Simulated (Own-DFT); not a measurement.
# Point defects and the pressure they add: C40 NbSi2

Calculated, not measured: single-point runs of Own-DFT, a retired in-house plane-wave DFT program that no person has reviewed, on unrelaxed cells, without spin or spin-orbit coupling.

Common settings: PBEsol; PseudoDojo norm-conserving scalar-relativistic files, made for PBE; cutoff 42 hartree; 4 x 4 x 5 k mesh centred on Gamma; cold (Marzari-Vanderbilt) smearing of 0.2 eV.

Known weak points: forces on such cells failed a check on a denser k mesh; stress not checked against mesh or cutoff.

All runs share one cell, with vectors in Å (0.000, 8.324, 0.000); (-9.613, 0.000, 0.000); (0.000, 0.000, 6.586) and a volume of 527.0 Å³. The atoms are randomly displaced, by u rms on each axis. The defect's site can differ from row to row.

```
cell,formula,u (Å),P (GPa)
no defect,Nb12Si24,0.0196,-2.19
no defect,Nb12Si24,0.0218,-2.11
no defect,Nb12Si24,0.0529,-0.81
two Si on a Nb site each,Nb10Si26,0.0316,-1.66
two Si on a Nb site each,Nb10Si26,0.0323,-1.63
two Si on a Nb site each,Nb10Si26,0.0498,-1.12
two Nb on a Si site each,Nb14Si22,0.0310,3.43
two Nb on a Si site each,Nb14Si22,0.0321,3.64
two Nb on a Si site each,Nb14Si22,0.0486,4.13
two Nb vacancies,Nb10Si24,0.0274,-3.59
two Nb vacancies,Nb10Si24,0.0293,-3.56
two Nb vacancies,Nb10Si24,0.0519,?
two Nb vacancies,Nb10Si24,0.0532,-2.99
one Si vacancy,Nb12Si23,0.0299,-2.70
one Si vacancy,Nb12Si23,0.0522,-1.53
one Si vacancy,Nb12Si23,0.0526,-2.00
```

## Fit

P = P0 + c u² + a shift for each defect gives P0 = -2.25 GPa, c = 448 ± 52 GPa/Å² and a scatter of 0.18 GPa. The shifts, and each times the cell's volume:

- two Nb on a Si site each: 5.33 ± 0.14 GPa, 17.5 eV (8.8 eV for each of its 2 sites)
- two Si on a Nb site each: 0.11 ± 0.15 GPa, 0.4 eV (0.2 eV for each of its 2 sites) (not resolved)
- one Si vacancy: -0.78 ± 0.15 GPa, -2.6 eV
- two Nb vacancies: -1.79 ± 0.15 GPa, -5.9 eV (-2.9 eV for each of its 2 sites)

Positive is outwards. The product with the volume (160.2 GPa Å³ to the eV) is nearly free of the cell's size; divided by the bulk modulus at the cell's pressure it gives the volume that the defect adds. The atoms around the defects weren't relaxed, which would change these numbers.

## Withheld run

The question: what pressure belongs in the blank (two Nb vacancies, u = 0.0519 Å)?

From the fit: -2.84 ± 0.21 GPa. Computed: -3.18 GPa.
